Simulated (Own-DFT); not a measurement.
# Computed records: GaP (zincblende, strained, atoms displaced)

All values are calculated (Own-DFT development build). A calculation, not a measurement: plane-wave PBE density functional theory by an unreviewed code, no spin, of a simulated periodic cell, stress positive in tension, free energy of the whole cell less one offset for each atom, forces on such cells passed a denser k mesh, this cell's mesh not checked; offsets are fitted by least squares, one for each functional and potential file, so energies compare only between cells with the same atoms and settings and are not formation energies; the far tail of each file's local potential was reset to the Coulomb form; each entry is a single point on an unrelaxed cell, so the pressure reflects the starting lattice, mostly measured values (interpolated for alloys), from which strain is counted, and rises with the displacements; printed positions are rounded, which can move forces by about a meV/angstrom; the program, named Own-DFT, is a retired in-house code; no spin-orbit coupling.

Entry: GaP (zincblende, strained, atoms displaced)

```
cell vectors (Å)
  10.8620     0.0000     0.0000
   0.0000    10.8620     0.0000
   0.0000     0.0000    10.9361
atoms (fractions of the cell vectors)
Ga  0.99673  0.99977  0.00132
Ga  0.00664  0.24331  0.25138
Ga  0.24753  0.00020  0.24823
Ga  0.25014  0.25226  0.99508
P   0.12777  0.12632  0.12596
P   0.12690  0.37558  0.37847
P   0.37576  0.12303  0.37232
P   0.37500  0.37761  0.12265
Ga  0.99607  0.00204  0.50103
Ga  0.99948  0.24870  0.75351
Ga  0.24818  0.00082  0.75490
Ga  0.25320  0.25102  0.50430
P   0.12119  0.12487  0.61947
P   0.12365  0.37537  0.87076
P   0.37481  0.12210  0.87581
P   0.37631  0.37070  0.62602
Ga  0.00195  0.49938  0.99897
Ga  0.00235  0.74603  0.25089
Ga  0.24970  0.50331  0.24853
Ga  0.25152  0.74996  0.00067
P   0.12732  0.62483  0.12528
P   0.12213  0.88066  0.37216
P   0.37310  0.62073  0.37436
P   0.37640  0.87644  0.12098
Ga  0.00128  0.49878  0.49786
Ga  0.99739  0.75173  0.75412
Ga  0.25076  0.49443  0.75243
Ga  0.24571  0.74395  0.49580
P   0.12390  0.62916  0.62934
P   0.12219  0.87674  0.87369
P   0.37096  0.62220  0.87536
P   0.37376  0.87196  0.62899
Ga  0.50170  0.99735  0.99982
Ga  0.50984  0.24725  0.25458
Ga  0.74654  0.00296  0.24789
Ga  0.75226  0.24753  0.00293
P   0.62430  0.12555  0.12387
P   0.63030  0.37881  0.37717
P   0.86971  0.12561  0.37372
P   0.87447  0.37583  0.12310
Ga  0.49980  0.00448  0.49708
Ga  0.49778  0.25120  0.75181
Ga  0.75435  0.00224  0.74691
Ga  0.74784  0.25447  0.49498
P   0.62466  0.12797  0.62084
P   0.62317  0.37262  0.87733
P   0.87438  0.12802  0.87548
P   0.87212  0.37141  0.62478
Ga  0.50245  0.50204  0.00108
Ga  0.49799  0.75161  0.24625
Ga  0.74994  0.50023  0.25182
Ga  0.75400  0.75109  0.99599
P   0.62425  0.62624  0.12233
P   0.62436  0.87640  0.37325
P   0.87883  0.62059  0.37433
P   0.87129  0.87131  0.12631
Ga  0.50107  0.50069  0.49850
Ga  0.50155  0.75010  0.74922
Ga  0.75059  0.49831  0.74902
Ga  0.74761  0.74866  0.49198
P   0.62415  0.62742  0.62271
P   0.62606  0.87140  0.87518
P   0.87775  0.62333  0.88073
P   0.87304  0.87455  0.62199
```

Here we set functional PBE, potential files PseudoDojo norm-conserving, scalar-relativistic, standard set, wave cutoff 42 hartree, occupations Fermi-Dirac, smearing width 0.1 eV, hardware one NVIDIA H100 and k mesh 3 x 3 x 3 centred on Gamma.

Results for GaP (zincblende, strained, atoms displaced): free energy of cell above offsets -35.171 eV; pressure 3.16 GPa; stress xx -3.34 GPa; stress yy -3.31 GPa; stress zz -2.81 GPa; stress yz -0.25 GPa; stress xz -0.07 GPa; stress xy -0.02 GPa; wall time 521.4 s.

Force:
| element | x (eV/Å) | y (eV/Å) | z (eV/Å) |
| --- | --- | --- | --- |
| Ga | 0.11 | -0.035 | 0.191 |
| Ga | -0.697 | 0.809 | 0.176 |
| Ga | 0.474 | -0.091 | -0.109 |
| Ga | 0.126 | -0.021 | 0.407 |
| P | -0.079 | -0.201 | -0.763 |
| P | 0.207 | -0.213 | -0.471 |
| P | -0.21 | 0.455 | 0.075 |
| P | 0.278 | -0.486 | 0.489 |
| Ga | -0.168 | -0.152 | -0.372 |
| Ga | -0.038 | 0.021 | -0.757 |
| Ga | -0.067 | -0.083 | -0.852 |
| Ga | -0.239 | -0.367 | -0.602 |
| P | 0.456 | 0.1 | 0.896 |
| P | -0.071 | -0.206 | 0.488 |
| P | 0.14 | 0.263 | 0.031 |
| P | 0.136 | 0.744 | -0.043 |
| Ga | 0.122 | -0.15 | 0.374 |
| Ga | -0.188 | 0.416 | -0.152 |
| Ga | 0.02 | -0.755 | 0.03 |
| Ga | -0.28 | 0.127 | -0.325 |
| P | -0.247 | 0.098 | -0.253 |
| P | 0.073 | -0.634 | 0.338 |
| P | 0.367 | 0.551 | -0.144 |
| P | -0.412 | -0.034 | 0.449 |
| Ga | 0.014 | -0.026 | 0.92 |
| Ga | -0.142 | -0.037 | -0.339 |
| Ga | -0.005 | 0.588 | -0.646 |
| Ga | 0.203 | 0.785 | 0.355 |
| P | -0.107 | -0.771 | -0.205 |
| P | 0.106 | -0.109 | 0.638 |
| P | 0.646 | 0.205 | -0.105 |
| P | -0.145 | 0.424 | -0.751 |
| Ga | 0.113 | 0.181 | -0.231 |
| Ga | -0.934 | 0.602 | -0.32 |
| Ga | 0.227 | -0.436 | 0.017 |
| Ga | -0.276 | 0.41 | -0.236 |
| P | 0.07 | -0.179 | -0.196 |
| P | -0.76 | 0.034 | -0.393 |
| P | 0.435 | 0.013 | -0.052 |
| P | 0.469 | -0.277 | 0.54 |
| Ga | -0.193 | -0.733 | 0.589 |
| Ga | 0.378 | -0.471 | -0.005 |
| Ga | -0.605 | -0.063 | 0.05 |
| Ga | 0.345 | -0.526 | 0.644 |
| P | 0.046 | 0.015 | 0.413 |
| P | 0.328 | 0.194 | -0.098 |
| P | 0.036 | -0.503 | 0.125 |
| P | 0.496 | 0.301 | -0.027 |
| Ga | -0.376 | -0.168 | -0.224 |
| Ga | 0.082 | -0.209 | 0.313 |
| Ga | 0.152 | 0.25 | -0.684 |
| Ga | -0.416 | -0.234 | 0.445 |
| P | 0.444 | 0.147 | 0.351 |
| P | -0.288 | -0.014 | -0.193 |
| P | -0.351 | 0.407 | -0.03 |
| P | 0.418 | 0.366 | 0.17 |
| Ga | -0.197 | -0.125 | 0.347 |
| Ga | -0.417 | -0.238 | 0.196 |
| Ga | -0.17 | 0.124 | 0.179 |
| Ga | 0.301 | 0.019 | 0.353 |
| P | 0.277 | -0.299 | 0.133 |
| P | 0.228 | 0.598 | -0.352 |
| P | -0.281 | -0.042 | -0.884 |
| P | 0.035 | -0.358 | 0.094 |
